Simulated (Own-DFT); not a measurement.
Simulation results for Ti5Si3 (Ti5Si3 crystal, strained, atoms displaced)

All values are calculated (Own-DFT development build). A calculation, not a measurement: plane-wave PBEsol density functional theory by an unreviewed code, no spin, of a simulated periodic cell, stress positive in tension, free energy of the whole cell less one offset for each atom, forces on such cells passed a denser k mesh, this cell's mesh not checked; offsets are fitted by least squares, one for each functional and potential file, so energies compare only between cells with the same atoms and settings and are not formation energies; the far tail of each file's local potential was reset to the Coulomb form; each entry is a single point on an unrelaxed cell, so the pressure reflects the starting lattice, taken from the Materials Project, from which strain is counted, and rises with the displacements; printed positions are rounded, which can move forces by about a meV/angstrom; the program is a retired in-house code; no spin-orbit coupling.

Settings shared by all entries: functional PBEsol; potential files PseudoDojo norm-conserving, scalar-relativistic, made for PBE, standard set; wave cutoff 42 hartree; occupations cold (Marzari-Vanderbilt); smearing width 0.2 eV; k mesh 4 x 4 x 4 centred on Gamma.

```yaml
- entry: 1
  formula: Ti5Si3
  kind: "Ti5Si3 crystal, strained, atoms displaced"
  structure:
    cell_angstrom:
      - [7.6702, 0.1257, -5.2651]
      - [3.7844, 6.4548, 5.0327]
      - [3.6344, -6.4465, 5.1314]
    atoms_fractional:
      - [Ti, 0.99437, 0.32612, 0.66148]
      - [Ti, 0.16222, 0.50138, 0.17124]
      - [Ti, 0.33382, 0.33477, 0.98726]
      - [Ti, 0.84058, 0.49718, 0.83801]
      - [Ti, 0.08181, 0.16689, 0.17483]
      - [Ti, 0.82022, 0.41821, 0.16659]
      - [Ti, 0.49146, 0.49489, 0.74166]
      - [Ti, 0.83836, 0.1699, 0.91637]
      - [Ti, 0.16404, 0.58113, 0.83814]
      - [Ti, 0.25405, 0.49126, 0.50887]
      - [Si, 0.31787, 0.28711, 0.28363]
      - [Si, 0.95533, 0.65412, 0.06199]
      - [Si, 0.6185, 0.37876, 0.99202]
      - [Si, 0.71665, 0.28456, 0.67469]
      - [Si, 0.03741, 0.35076, 0.96071]
      - [Si, 0.01242, 0.37701, 0.36879]
      - [Ti, 0.66375, 0.66294, 0.99492]
      - [Ti, 0.83705, 0.83272, 0.50685]
      - [Ti, 0.99863, 0.66567, 0.32887]
      - [Ti, 0.49846, 0.83899, 0.17324]
      - [Ti, 0.74419, 0.50785, 0.49458]
      - [Ti, 0.49391, 0.74241, 0.49627]
      - [Ti, 0.16993, 0.83172, 0.08663]
      - [Ti, 0.49799, 0.49174, 0.25291]
      - [Ti, 0.83592, 0.92103, 0.16614]
      - [Ti, 0.92162, 0.82417, 0.83369]
      - [Si, 0.98133, 0.62045, 0.62189]
      - [Si, 0.61315, 0.97912, 0.38293]
      - [Si, 0.29007, 0.71824, 0.31689]
      - [Si, 0.38715, 0.62112, 0.01654]
      - [Si, 0.70935, 0.67584, 0.28393]
      - [Si, 0.67734, 0.71232, 0.70355]
      - [Ti, 0.33329, 0.00146, 0.33235]
      - [Ti, 0.50391, 0.1704, 0.83471]
      - [Ti, 0.66853, 0.00188, 0.66569]
      - [Ti, 0.16426, 0.16232, 0.50408]
      - [Ti, 0.4183, 0.83541, 0.83691]
      - [Ti, 0.16641, 0.088, 0.83195]
      - [Ti, 0.83046, 0.15992, 0.41132]
      - [Ti, 0.16409, 0.83589, 0.56814]
      - [Ti, 0.50317, 0.25581, 0.50836]
      - [Ti, 0.58389, 0.16568, 0.16355]
      - [Si, 0.65712, 0.95175, 0.95372]
      - [Si, 0.29536, 0.32459, 0.70595]
      - [Si, 0.95388, 0.04309, 0.65758]
      - [Si, 0.04245, 0.95329, 0.34202]
      - [Si, 0.37198, 0.01701, 0.61874]
      - [Si, 0.34709, 0.04544, 0.05028]
  results:
    "free_energy_of_cell_above_offsets [eV]": "1.771"
    "pressure [GPa]": -4.96
    "stress_xx [GPa]": 6.96
    "stress_yy [GPa]": 3.53
    "stress_zz [GPa]": 4.4
    "stress_yz [GPa]": -1.47
    "stress_xz [GPa]": -3.26
    "stress_xy [GPa]": 2.91
    force_element: [Ti, Ti, Ti, Ti, Ti, Ti, Ti, Ti, Ti, Ti, Si, Si, Si, Si, Si, Si, Ti, Ti, Ti, Ti, Ti, Ti, Ti, Ti, Ti, Ti, Si, Si, Si, Si, Si, Si, Ti, Ti, Ti, Ti, Ti, Ti, Ti, Ti, Ti, Ti, Si, Si, Si, Si, Si, Si]
    "force_x [eV/angstrom]": [1.047, 0.519, 0.234, -0.96, -0.101, 0.839, 1.498, -0.584, -0.008, -0.789, 0.221, -1.227, -0.364, 0.3, 0.559, 0.142, 0.535, -0.736, 0.677, -0.536, 0.322, 0.661, -0.353, 0.422, -0.501, -0.243, 0.365, 0.811, -0.661, -0.7, 0.323, 0.204, -0.193, -0.389, -0.213, -0.318, 0.021, 0.226, 0.327, 0.346, -1.097, -0.181, 0.043, -1.082, -0.084, 0.247, 0.743, -0.313]
    "force_y [eV/angstrom]": [0.138, 0.289, -0.842, 0.611, 0.594, -0.161, 0.247, -0.461, -0.027, 2.241, -0.357, 1.355, 0.698, 0.119, -0.365, -0.72, 0.042, 0.887, -0.833, 0.19, -1.209, 0.103, 0.382, 0.348, -0.328, 0.205, -0.189, 0.449, -0.908, -0.011, 0.51, -0.853, -0.238, -0.088, -0.228, 0.73, 0.166, -0.04, 0.089, -1.058, 0.281, -0.459, 0.125, -1.448, 0.093, -0.173, -0.632, 0.738]
    "force_z [eV/angstrom]": [0.381, -1.195, 1.135, 0.528, -0.764, -0.442, 0.165, 0.094, -0.1, 0.347, -0.238, -0.401, -0.078, 0.271, -0.905, 0.799, 0.257, -0.43, 1.119, -1.355, -0.721, 0.098, 0.082, 0.167, 0.147, 0.632, -0.764, 0.145, -0.032, 0.077, 0.147, 0.474, 0.544, -0.494, 0.287, -0.041, -0.327, -0.032, 0.274, 0.254, -0.414, 0.305, -0.094, 0.372, 0.095, -0.151, -0.481, 0.259]
- entry: 2
  formula: Ti5Si3
  kind: "Ti5Si3 crystal, strained, atoms displaced"
  structure:
    cell_angstrom:
      - [7.5227, 0.1386, -5.2353]
      - [3.6589, 6.3312, 4.9113]
      - [3.5671, -6.4495, 5.1273]
    atoms_fractional:
      - [Ti, 0.99749, 0.31756, 0.66185]
      - [Ti, 0.16404, 0.50564, 0.17139]
      - [Ti, 0.33507, 0.3329, 0.99694]
      - [Ti, 0.83821, 0.50457, 0.85347]
      - [Ti, 0.08575, 0.16689, 0.16958]
      - [Ti, 0.83305, 0.42213, 0.17387]
      - [Ti, 0.50107, 0.49734, 0.75365]
      - [Ti, 0.83029, 0.16497, 0.91567]
      - [Ti, 0.16971, 0.5935, 0.82728]
      - [Ti, 0.25681, 0.50416, 0.49515]
      - [Si, 0.31562, 0.28701, 0.28646]
      - [Si, 0.95332, 0.64731, 0.04698]
      - [Si, 0.61695, 0.38268, 0.98681]
      - [Si, 0.71332, 0.28321, 0.68859]
      - [Si, 0.04187, 0.34626, 0.94171]
      - [Si, 0.00529, 0.38278, 0.38102]
      - [Ti, 0.66644, 0.65566, 0.00451]
      - [Ti, 0.83438, 0.8337, 0.51175]
      - [Ti, 0.00036, 0.6737, 0.34389]
      - [Ti, 0.51384, 0.84104, 0.16295]
      - [Ti, 0.75277, 0.498, 0.4959]
      - [Ti, 0.50512, 0.74767, 0.49411]
      - [Ti, 0.16395, 0.82926, 0.07928]
      - [Ti, 0.50405, 0.50059, 0.25309]
      - [Ti, 0.83142, 0.91698, 0.16991]
      - [Ti, 0.92441, 0.83964, 0.83818]
      - [Si, 0.98925, 0.62463, 0.61387]
      - [Si, 0.62177, 0.98065, 0.37505]
      - [Si, 0.28795, 0.70997, 0.31695]
      - [Si, 0.38185, 0.6209, 0.0057]
      - [Si, 0.71157, 0.67716, 0.27264]
      - [Si, 0.67275, 0.70883, 0.71308]
      - [Ti, 0.33301, 0.00427, 0.32983]
      - [Ti, 0.49301, 0.17113, 0.82735]
      - [Ti, 0.66692, 0.99833, 0.66448]
      - [Ti, 0.16785, 0.15697, 0.50627]
      - [Ti, 0.40948, 0.83727, 0.82501]
      - [Ti, 0.16735, 0.08068, 0.83978]
      - [Ti, 0.83594, 0.16075, 0.42568]
      - [Ti, 0.15949, 0.83581, 0.58029]
      - [Ti, 0.50087, 0.25784, 0.50034]
      - [Ti, 0.57909, 0.16182, 0.17014]
      - [Si, 0.65345, 0.95147, 0.95369]
      - [Si, 0.28362, 0.326, 0.72233]
      - [Si, 0.94936, 0.05134, 0.65773]
      - [Si, 0.0378, 0.95172, 0.34609]
      - [Si, 0.3821, 0.01081, 0.62126]
      - [Si, 0.34716, 0.04071, 0.0444]
  results:
    "free_energy_of_cell_above_offsets [eV]": "1.892"
    "pressure [GPa]": 1.23
    "stress_xx [GPa]": -0.78
    "stress_yy [GPa]": -2.43
    "stress_zz [GPa]": -0.47
    "stress_yz [GPa]": -3.72
    "stress_xz [GPa]": -4.25
    "stress_xy [GPa]": 2.39
    force_element: [Ti, Ti, Ti, Ti, Ti, Ti, Ti, Ti, Ti, Ti, Si, Si, Si, Si, Si, Si, Ti, Ti, Ti, Ti, Ti, Ti, Ti, Ti, Ti, Ti, Si, Si, Si, Si, Si, Si, Ti, Ti, Ti, Ti, Ti, Ti, Ti, Ti, Ti, Ti, Si, Si, Si, Si, Si, Si]
    "force_x [eV/angstrom]": [1.278, -0.483, 0.053, -2.447, -0.36, -0.854, -0.371, 0.442, -0.186, -0.395, 0.56, 1.274, -0.082, 0.046, 1.459, 0.753, 0.255, -0.887, -1.027, -1.954, -0.013, -0.16, 0.407, -0.655, -0.2, -0.764, -0.098, 0.817, 0.694, 0.235, 1.659, 0.788, -0.12, 0.653, -0.106, 0.11, 0.473, -0.54, -0.468, 0.798, -0.208, 0.251, -0.126, -0.897, -0.092, 0.881, -0.521, 0.129]
    "force_y [eV/angstrom]": [1.432, -0.106, -0.578, 1.569, 0.375, 0.14, 0.45, -0.536, -0.677, -0.865, 0.135, 0.304, -1.099, 1.032, -1.183, -0.501, 1.728, 0.654, 0.423, -0.718, -0.279, -0.052, 0.144, -0.112, 0.265, -0.423, -1.865, -0.243, 0.672, -0.364, -1.322, -0.127, -0.715, -0.899, -0.17, 1.063, -1.206, 0.667, 0.877, -0.119, -0.395, 0.953, 0.49, 0.894, -1.081, 0.479, 0.659, 0.236]
    "force_z [eV/angstrom]": [1.841, -1.071, 0.974, -1.851, -0.209, -0.775, 0.081, 0.039, 0.318, 0.542, -0.073, 1.09, -0.421, 0.05, -0.212, -0.394, 0.528, -0.436, -1.168, 0.388, 0.188, 0.059, 0.385, -0.073, 0.004, 0.071, -0.075, 0.817, 0.384, 0.449, 0.756, 0.086, -0.207, -0.597, 0.493, 0.2, -0.515, -0.37, 0.256, -0.294, -0.022, 0.218, -0.395, -0.198, -0.45, -0.295, -0.484, 0.367]
- entry: 3
  formula: Ti5Si3
  kind: "Ti5Si3 crystal, strained, atoms displaced"
  structure:
    cell_angstrom:
      - [7.3818, -0.0227, -5.0179]
      - [3.7261, 6.3793, 5.0978]
      - [3.7707, -6.411, 5.1053]
    atoms_fractional:
      - [Ti, 0.0071, 0.32942, 0.67238]
      - [Ti, 0.17288, 0.49257, 0.16128]
      - [Ti, 0.33942, 0.33386, 0.00585]
      - [Ti, 0.82786, 0.5034, 0.84314]
      - [Ti, 0.07517, 0.1735, 0.16526]
      - [Ti, 0.83305, 0.4076, 0.16973]
      - [Ti, 0.49959, 0.50755, 0.75579]
      - [Ti, 0.83618, 0.16945, 0.91721]
      - [Ti, 0.16071, 0.58976, 0.8231]
      - [Ti, 0.25368, 0.49814, 0.50127]
      - [Si, 0.32146, 0.2973, 0.27878]
      - [Si, 0.94815, 0.64828, 0.05071]
      - [Si, 0.62007, 0.38082, 0.9883]
      - [Si, 0.71258, 0.28203, 0.68549]
      - [Si, 0.05186, 0.34661, 0.95377]
      - [Si, 0.01815, 0.38077, 0.3928]
      - [Ti, 0.66186, 0.66483, 0.99946]
      - [Ti, 0.82892, 0.83879, 0.50605]
      - [Ti, 0.99219, 0.67833, 0.32623]
      - [Ti, 0.49184, 0.84058, 0.17282]
      - [Ti, 0.75369, 0.50275, 0.51009]
      - [Ti, 0.50065, 0.75441, 0.49105]
      - [Ti, 0.16518, 0.82646, 0.07079]
      - [Ti, 0.50118, 0.49911, 0.2549]
      - [Ti, 0.8374, 0.91001, 0.17015]
      - [Ti, 0.91996, 0.83706, 0.83276]
      - [Si, 0.98142, 0.61716, 0.62118]
      - [Si, 0.61398, 0.98844, 0.37961]
      - [Si, 0.28153, 0.71921, 0.32137]
      - [Si, 0.38616, 0.60954, 0.01195]
      - [Si, 0.71356, 0.68176, 0.28147]
      - [Si, 0.67908, 0.71947, 0.72513]
      - [Ti, 0.32618, 0.99881, 0.33769]
      - [Ti, 0.50651, 0.17096, 0.83268]
      - [Ti, 0.67074, 0.00649, 0.66838]
      - [Ti, 0.16648, 0.16474, 0.4908]
      - [Ti, 0.40955, 0.82658, 0.83646]
      - [Ti, 0.16319, 0.08829, 0.82628]
      - [Ti, 0.83035, 0.16809, 0.42008]
      - [Ti, 0.16863, 0.82734, 0.58793]
      - [Ti, 0.48796, 0.25296, 0.49508]
      - [Ti, 0.57752, 0.15881, 0.1609]
      - [Si, 0.66903, 0.94717, 0.9454]
      - [Si, 0.28065, 0.32035, 0.71002]
      - [Si, 0.95867, 0.04634, 0.65336]
      - [Si, 0.04324, 0.95789, 0.35454]
      - [Si, 0.37949, 0.01566, 0.61936]
      - [Si, 0.35766, 0.05566, 0.0491]
  results:
    "free_energy_of_cell_above_offsets [eV]": "1.127"
    "pressure [GPa]": 1.24
    "stress_xx [GPa]": -1.26
    "stress_yy [GPa]": -1.59
    "stress_zz [GPa]": -0.88
    "stress_yz [GPa]": -0.04
    "stress_xz [GPa]": 1.49
    "stress_xy [GPa]": -1.35
    force_element: [Ti, Ti, Ti, Ti, Ti, Ti, Ti, Ti, Ti, Ti, Si, Si, Si, Si, Si, Si, Ti, Ti, Ti, Ti, Ti, Ti, Ti, Ti, Ti, Ti, Si, Si, Si, Si, Si, Si, Ti, Ti, Ti, Ti, Ti, Ti, Ti, Ti, Ti, Ti, Si, Si, Si, Si, Si, Si]
    "force_x [eV/angstrom]": [-1.026, -0.217, -1.086, -0.053, 0.398, 0.241, -0.625, 0.109, 1.085, 0.054, -0.36, 0.24, 0.049, 0.473, -0.316, -0.835, 0.632, -0.394, 0.64, -0.205, -0.725, 0.29, 0.772, 0.286, -0.119, 0.101, 0.13, 0.665, -0.558, -0.159, -0.163, -0.573, 0.307, -0.842, -0.776, 0.837, 0.573, 0.857, 0.049, 0.028, 1.181, 1.451, -0.571, 1.284, -0.461, -0.424, 0.123, -2.368]
    "force_y [eV/angstrom]": [0.462, 0.557, 0.775, 0.365, -0.855, 0.128, -0.101, -0.281, -1.14, 0.565, -1.887, 0.412, -0.4, 1.417, 0.418, 1.328, -0.249, -0.038, -1.449, 0.063, 0.56, -1.1, 0.053, 0.327, 0.826, -0.635, 0.47, 0.109, -0.505, 0.66, -0.782, 0.805, 0.787, -0.522, -0.021, -0.349, 0.783, -0.983, 0.2, 0.373, -0.315, 0.224, -0.4, -0.36, 0.248, 0.267, -0.491, -0.315]
    "force_z [eV/angstrom]": [0.961, 2.294, -0.944, -1.662, -0.313, 0.286, -0.516, -0.159, -0.139, 0.226, -0.337, -0.174, 0.133, -0.062, 0.05, 0.328, 0.752, -0.583, -0.805, -1.669, -0.011, 0.378, 0.563, 0.012, 0.309, -0.346, -0.299, 0.179, -0.248, 0.827, 0.191, -0.296, -0.359, 0.397, -0.3, 0.613, 0.123, 0.042, 0.107, 0.062, -0.373, 0.055, 1.054, -0.151, 0.146, -0.427, -0.141, 0.228]
- entry: 4
  formula: Ti5Si3
  kind: "Ti5Si3 crystal, strained, atoms displaced"
  structure:
    cell_angstrom:
      - [7.5259, -0.0509, -5.2277]
      - [3.5692, 6.3386, 5.0098]
      - [3.6635, -6.4003, 5.0188]
    atoms_fractional:
      - [Ti, 0.98654, 0.33711, 0.67045]
      - [Ti, 0.16518, 0.50503, 0.16389]
      - [Ti, 0.33827, 0.32825, 0.98816]
      - [Ti, 0.83044, 0.50671, 0.83294]
      - [Ti, 0.07913, 0.18022, 0.15528]
      - [Ti, 0.83361, 0.40575, 0.17261]
      - [Ti, 0.49434, 0.50418, 0.74624]
      - [Ti, 0.83052, 0.16128, 0.91622]
      - [Ti, 0.1616, 0.58987, 0.84466]
      - [Ti, 0.26067, 0.50874, 0.4945]
      - [Si, 0.32775, 0.27697, 0.28631]
      - [Si, 0.95877, 0.66532, 0.0454]
      - [Si, 0.62587, 0.38313, 0.98095]
      - [Si, 0.71721, 0.28695, 0.66826]
      - [Si, 0.04786, 0.34688, 0.95374]
      - [Si, 0.01116, 0.3692, 0.37717]
      - [Ti, 0.67017, 0.6559, 0.99632]
      - [Ti, 0.83678, 0.82871, 0.497]
      - [Ti, 0.99996, 0.66957, 0.34021]
      - [Ti, 0.49727, 0.83058, 0.16828]
      - [Ti, 0.74886, 0.49273, 0.49363]
      - [Ti, 0.50277, 0.75043, 0.49741]
      - [Ti, 0.16236, 0.82984, 0.08097]
      - [Ti, 0.49488, 0.50371, 0.25861]
      - [Ti, 0.83154, 0.91585, 0.17686]
      - [Ti, 0.90747, 0.83169, 0.833]
      - [Si, 0.99145, 0.62034, 0.61399]
      - [Si, 0.60979, 0.99215, 0.38133]
      - [Si, 0.29006, 0.70712, 0.32771]
      - [Si, 0.38186, 0.61955, 0.01257]
      - [Si, 0.71857, 0.68431, 0.28683]
      - [Si, 0.66864, 0.71378, 0.70516]
      - [Ti, 0.33804, 0.99799, 0.33301]
      - [Ti, 0.50417, 0.16393, 0.83706]
      - [Ti, 0.65235, 0.99334, 0.66752]
      - [Ti, 0.17065, 0.16953, 0.49748]
      - [Ti, 0.42538, 0.84215, 0.83323]
      - [Ti, 0.16427, 0.07175, 0.83684]
      - [Ti, 0.83041, 0.16876, 0.40866]
      - [Ti, 0.16228, 0.83123, 0.58607]
      - [Ti, 0.48481, 0.2406, 0.50087]
      - [Ti, 0.57669, 0.16804, 0.17432]
      - [Si, 0.65454, 0.95237, 0.95233]
      - [Si, 0.29394, 0.32484, 0.71393]
      - [Si, 0.9438, 0.06326, 0.65125]
      - [Si, 0.04361, 0.9492, 0.35698]
      - [Si, 0.37613, 0.01411, 0.62459]
      - [Si, 0.34516, 0.0446, 0.04724]
  results:
    "free_energy_of_cell_above_offsets [eV]": "1.862"
    "pressure [GPa]": 1.9
    "stress_xx [GPa]": -1.3
    "stress_yy [GPa]": -3.69
    "stress_zz [GPa]": -0.73
    "stress_yz [GPa]": -0.04
    "stress_xz [GPa]": -3.65
    "stress_xy [GPa]": -2.41
    force_element: [Ti, Ti, Ti, Ti, Ti, Ti, Ti, Ti, Ti, Ti, Si, Si, Si, Si, Si, Si, Ti, Ti, Ti, Ti, Ti, Ti, Ti, Ti, Ti, Ti, Si, Si, Si, Si, Si, Si, Ti, Ti, Ti, Ti, Ti, Ti, Ti, Ti, Ti, Ti, Si, Si, Si, Si, Si, Si]
    "force_x [eV/angstrom]": [1.341, 0.033, 0.537, 0.073, 0.271, -0.117, 0.368, 0.554, -0.358, -0.99, -0.698, -1.254, -0.669, -0.83, -0.555, 1.166, 0.653, -0.052, -0.563, 0.367, 0.457, -0.576, 1.389, 0.141, -0.072, 0.132, -0.086, 0.817, -0.12, -0.069, -1.166, 0.878, -0.844, -0.297, 1.203, -0.264, -0.868, -0.045, -0.496, 0.751, 1.728, 0.02, 0.313, -1.516, -0.504, 0.604, -0.704, -0.081]
    "force_y [eV/angstrom]": [0.552, -0.641, -0.568, -0.026, -2.525, 1.06, -0.296, 0.501, 0.761, -2.06, 1.504, -1.229, -1.227, -1.098, 0.874, 0.668, 0.803, -0.107, 0.239, 0.102, 0.627, 0.033, 0.201, 0.265, 1.015, 0.736, -1.016, -0.463, 1.693, 0.144, -0.461, -0.732, -0.385, 0.532, 0.759, -0.501, -0.979, 0.706, -0.53, 0.306, 0.414, 0.915, -0.789, -0.002, -1.304, 1.674, -0.028, -0.114]
    "force_z [eV/angstrom]": [-1.081, -0.44, 1.688, -0.806, -0.659, 0.129, -0.304, 0.307, -0.67, 0.273, 0.521, 0.402, 0.17, 0.559, -0.188, 0.648, 1.656, 1.812, -1.446, -0.594, 0.093, 0.178, 0.091, -0.736, -0.158, -0.023, 0.326, -0.707, 0.427, -0.181, -0.406, -0.273, 0.633, -0.063, -0.525, 0.555, -0.278, 0.276, -0.063, 0.077, -0.093, -0.544, 0.039, 0.243, -0.783, -0.298, -0.081, 0.298]
- entry: 5
  formula: Ti5Si3
  kind: "Ti5Si3 crystal, strained, atoms displaced"
  structure:
    cell_angstrom:
      - [7.6872, -0.0315, -5.3253]
      - [3.7224, 6.6111, 5.1885]
      - [3.664, -6.4469, 5.0241]
    atoms_fractional:
      - [Ti, 0.99946, 0.33249, 0.66544]
      - [Ti, 0.17131, 0.50742, 0.17233]
      - [Ti, 0.33514, 0.32869, 0.99208]
      - [Ti, 0.83457, 0.49573, 0.83293]
      - [Ti, 0.07331, 0.16542, 0.15971]
      - [Ti, 0.83649, 0.42081, 0.17127]
      - [Ti, 0.50404, 0.50486, 0.75309]
      - [Ti, 0.83774, 0.16388, 0.90337]
      - [Ti, 0.15551, 0.59408, 0.83585]
      - [Ti, 0.26175, 0.5021, 0.5003]
      - [Si, 0.31835, 0.28996, 0.29141]
      - [Si, 0.95884, 0.66263, 0.04528]
      - [Si, 0.6157, 0.37732, 0.98535]
      - [Si, 0.71142, 0.27963, 0.67166]
      - [Si, 0.0495, 0.3395, 0.94871]
      - [Si, 0.00631, 0.37901, 0.38066]
      - [Ti, 0.67149, 0.66144, 0.00466]
      - [Ti, 0.83635, 0.83234, 0.49113]
      - [Ti, 0.99899, 0.66036, 0.33024]
      - [Ti, 0.49653, 0.83143, 0.17646]
      - [Ti, 0.75326, 0.50723, 0.49622]
      - [Ti, 0.49055, 0.75086, 0.50394]
      - [Ti, 0.16553, 0.82564, 0.09271]
      - [Ti, 0.4871, 0.49892, 0.25459]
      - [Ti, 0.82934, 0.92272, 0.16702]
      - [Ti, 0.90849, 0.81942, 0.82732]
      - [Si, 0.98555, 0.614, 0.61374]
      - [Si, 0.61622, 0.97883, 0.37537]
      - [Si, 0.2821, 0.71609, 0.32545]
      - [Si, 0.37592, 0.62146, 0.00956]
      - [Si, 0.71085, 0.67007, 0.28113]
      - [Si, 0.67289, 0.70558, 0.71201]
      - [Ti, 0.34125, 0.00112, 0.32729]
      - [Ti, 0.50565, 0.16157, 0.83063]
      - [Ti, 0.66441, 0.00431, 0.67487]
      - [Ti, 0.16118, 0.16896, 0.50496]
      - [Ti, 0.41711, 0.82827, 0.83638]
      - [Ti, 0.1713, 0.0814, 0.83734]
      - [Ti, 0.83057, 0.1615, 0.40693]
      - [Ti, 0.16843, 0.83554, 0.58104]
      - [Ti, 0.49495, 0.2532, 0.50464]
      - [Ti, 0.58746, 0.16422, 0.16794]
      - [Si, 0.65512, 0.96482, 0.94818]
      - [Si, 0.28563, 0.3234, 0.70142]
      - [Si, 0.94544, 0.04847, 0.66858]
      - [Si, 0.04145, 0.95216, 0.34576]
      - [Si, 0.38459, 0.02187, 0.61609]
      - [Si, 0.34959, 0.05062, 0.04302]
  results:
    "free_energy_of_cell_above_offsets [eV]": "2.608"
    "pressure [GPa]": -7.15
    "stress_xx [GPa]": 8.43
    "stress_yy [GPa]": 6.9
    "stress_zz [GPa]": 6.13
    "stress_yz [GPa]": 2.63
    "stress_xz [GPa]": -3.71
    "stress_xy [GPa]": 1.45
    force_element: [Ti, Ti, Ti, Ti, Ti, Ti, Ti, Ti, Ti, Ti, Si, Si, Si, Si, Si, Si, Ti, Ti, Ti, Ti, Ti, Ti, Ti, Ti, Ti, Ti, Si, Si, Si, Si, Si, Si, Ti, Ti, Ti, Ti, Ti, Ti, Ti, Ti, Ti, Ti, Si, Si, Si, Si, Si, Si]
    "force_x [eV/angstrom]": [-0.064, -1.099, 0.279, 0.062, 0.73, -0.623, -1.055, 0.34, 0.168, -0.798, -0.606, -0.9, 0.642, 0.732, 0.391, 0.396, -0.591, -0.126, 0.255, -0.515, -0.233, 0.353, 0.714, 0.654, -0.208, 0.312, 0.593, 1.156, 0.288, 0.152, 0.379, 0.662, -0.512, -0.092, -0.833, -0.55, 0.275, -0.486, 0.422, -0.198, -0.031, -0.316, -0.108, 0.784, -0.229, 0.47, -0.828, -0.209]
    "force_y [eV/angstrom]": [-0.078, -0.203, -0.068, 0.128, -0.528, 0.554, -0.55, -0.412, -0.382, 0.284, -0.025, -0.596, -0.162, 0.621, 0.185, -0.057, 0.827, -0.585, 0.303, 0.738, -0.919, 0.152, 1.006, 0.613, -0.341, 0.565, 0.129, -0.14, -0.067, -0.337, 0.052, 0.715, -0.364, 0.508, 0.347, 0.11, 0.839, 0.641, -0.307, -0.105, 0.259, 0.089, -1.827, -1.017, 0.569, 0.362, -0.787, -0.737]
    "force_z [eV/angstrom]": [0.256, -0.869, 0.84, 0.095, -0.222, -0.334, -0.31, 1.304, -0.761, 0.558, -0.493, 0.134, 0.056, 0.261, 0.46, -0.256, 0.261, 1.027, 0.578, -1.408, -0.259, -0.331, -0.196, -0.176, -0.412, 0.502, 0.076, 0.666, 0.084, -0.252, 0.566, 0.174, 1.433, 1.255, -1.949, -1.143, -0.174, 0.002, 0.064, 0.458, -0.632, 0.418, -0.121, 0.589, -1.316, -0.386, -0.116, 0.002]
```
